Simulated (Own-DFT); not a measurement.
# A surface energy from a slab and the bulk: wurtzite GaN, m plane (10-10)

Everything here is calculated. The program is Own-DFT (plane waves, in-house, since retired, never reviewed by a person); positions were held fixed, and spin and spin-orbit coupling were off.

Keep in mind (not all hold for every row): forces not confirmed at this smearing and k mesh; k mesh not checked against a denser one.

Both sets of runs: PBE; PseudoDojo norm-conserving scalar-relativistic files (stringent for Ga); cutoff 96 hartree; Gaussian smearing of 0.01 eV. The slab has 64 atoms in 16 layers, two equal faces of 33.07 Å² as cut, 15 Å of vacuum, a dipole correction along the normal and a 6 x 6 x 1 mesh. The bulk cell has 72 atoms, the same measured lattice constants and a 4 x 4 x 3 mesh. In the slab only the 16 atoms nearest the faces were moved at random; u is their rms move along one axis. Energies are counted from -3520.29 eV for each atom.

```
slab run,u (Å),E (eV, cell)
1,0.0468,8.926
2,0.0478,8.636
3,0.0489,8.952
4,0.0526,8.321
5,0.0797,10.447
6,0.0800,9.666
7,0.0976,11.426
8,0.0992,11.341
9,0.1025,11.826
10,0.1054,12.561
11,0.1083,12.689
12,0.1088,13.469
```

| bulk run | u (Å) | E (meV/atom) |
|---|---|---|
| 1 | 0.0195 | 0.98 |
| 2 | 0.0202 | 2.59 |
| 3 | 0.0207 | 3.78 |
| 4 | 0.0214 | 4.13 |
| 5 | 0.0493 | 58.28 |
| 6 | 0.0509 | 60.14 |
| 7 | 0.0510 | 56.07 |
| 8 | 0.1012 | 259.54 |
| 9 | 0.1013 | 299.23 |
| 10 | 0.1013 | 303.93 |

Q: what is the energy of the unrelaxed surface?

## Working it out

Take each set to u = 0 with E = a + b u². Rows are weighted down as u grows, with residuals divided by u² + 0.0006 Å². Slab: a = 7.79 ± 0.18 eV. Bulk: a = -9.1 ± 0.9 meV/atom. The excess is 7.79 - 64 x (-0.0091) = 8.37 ± 0.19 eV. Over two faces that is 127 meV/Å², or 2.03 ± 0.05 J/m². Relaxing the faces would lower the energy, and the unlike meshes and the reach from the smallest u down to zero add errors that aren't counted here.
